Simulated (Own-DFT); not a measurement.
# What a defect does to the pressure of its cell: wurtzite GaN

The numbers are computed, not measured, by runs of the plane-wave DFT program Own-DFT (in-house, retired, unreviewed) at fixed positions, with no spin and no spin-orbit coupling.

Settings: PBE; PseudoDojo norm-conserving scalar-relativistic files; cutoff 42 hartree; 4 x 4 x 3 k mesh centred on Gamma; Fermi-Dirac smearing of 0.1 eV.

Keep in mind (not all hold for every row): not probed for a lower state with spin; forces not confirmed at this smearing and k mesh; stress not checked against mesh or cutoff.

All runs share one cell, with vectors in Å (9.567, 0.000, 0.000); (-4.784, 8.285, 0.000); (0.000, 0.000, 10.370) and a volume of 822.0 Å³. Atoms were moved at random from their sites; u is the rms move along one axis. The defect's site can differ from row to row.

| cell | formula | u (Å) | P (GPa) |
|---|---|---|---|
| no defect | Ga36N36 | 0.0197 | 5.97 |
| no defect | Ga36N36 | 0.0211 | 5.98 |
| no defect | Ga36N36 | 0.0523 | 7.68 |
| one Ga on an N site | Ga37N35 | 0.0283 | 11.86 |
| one Ga on an N site | Ga37N35 | 0.0308 | ? |
| one Ga on an N site | Ga37N35 | 0.0466 | 13.06 |
| one Ga on an N site | Ga37N35 | 0.0501 | 12.88 |
| one N on a Ga site | Ga35N37 | 0.0304 | 5.57 |
| one N on a Ga site | Ga35N37 | 0.0315 | 5.50 |
| one N on a Ga site | Ga35N37 | 0.0485 | 6.30 |

## Worked fit

P = P0 + c u² + a shift for each defect gives P0 = 5.73 GPa, c = 683 ± 63 GPa/Å² and a scatter of 0.16 GPa. The shifts, and each times the cell's volume:

- one Ga on an N site: 5.62 ± 0.14 GPa, 28.8 eV
- one N on a Ga site: -0.92 ± 0.13 GPa, -4.7 eV

A positive shift means that the defect pushes the cell outwards. Shift times volume (160.2 GPa Å³ is 1 eV) depends little on the cell's size, so, taken for each site, it can be compared between cells at like pressure. The atoms around the defects weren't relaxed, which would change these numbers.

## Check

The question: what pressure belongs in the blank (one Ga on an N site, u = 0.0308 Å)?

The fit gives 12.00 ± 0.19 GPa. The run itself gave 11.94 GPa.
